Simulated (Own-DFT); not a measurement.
# What random displacements cost in 3C SiC, 64 atoms (C32Si32)

Calculated results; nothing here was measured. The program, named Own-DFT, is a retired in-house plane-wave density functional code that no person has reviewed. Each row is one single-point run on a periodic cell that was not relaxed, without spin or spin-orbit coupling.

Settings of every run: PBE; PseudoDojo norm-conserving scalar-relativistic files; cutoff 42 hartree; 4 x 4 x 4 k mesh centred on Gamma; Fermi-Dirac smearing of 0.1 eV.

Known limits, some of them of some rows only: some atoms lie very close together; forces on such cells passed a denser k mesh, each cell not checked; stress not checked against mesh or cutoff.

Cell vectors in Å: (8.719, 0.000, 0.000); (0.000, 8.719, 0.000); (0.000, 0.000, 8.719). In each run every atom was moved at random and independently from its ideal site; u is the rms move along one axis. E is the free energy for each atom above the fitted value at u = 0, and F the rms of the force components.

```
run,u (Å),E (meV/atom),F (eV/Å),largest force (eV/Å),P (GPa)
1,0.0315,40.3,0.874,2.67,3.79
2,0.0324,45.9,0.987,4.07,4.02
3,0.0611,139.0,1.739,7.02,6.17
4,0.0623,155.6,1.956,7.43,6.69
5,0.0648,172.2,2.022,8.81,7.24
6,0.0983,?,?,?,?
7,0.1023,468.2,4.056,15.64,15.03
8,0.1493,887.9,5.782,31.16,24.47
```

## Worked fit

For small independent moves the energy grows as E = (3/2) K u², with K the mean stiffness felt by one atom. The runs with u up to 0.11 Å give K = 27.5 ± 1.3 eV/Å², with residuals divided by u² + 0.0006 Å², since the noise grows with the moves. The scatter is 7.9 meV/atom at u = 0.05 Å. The forces follow F = G u with G = 31.7 eV/Å²; no force at u = 0 is resolved. G exceeds K because the moves of its neighbours add to the force on an atom, and stiffness differs between atoms. At u = 0.149 Å the parabola gives 919 meV/atom and the run 888. The pressure follows P = 2.36 + 1183 u² GPa: at fixed volume, shortened bonds push harder than stretched ones pull.

## Withheld run

Question: what energy and rms force should run 6 give?

The fit gives 398 ± 32 meV/atom and about 3.12 eV/Å. The calculation gave 395.5 meV/atom and 3.649 eV/Å.
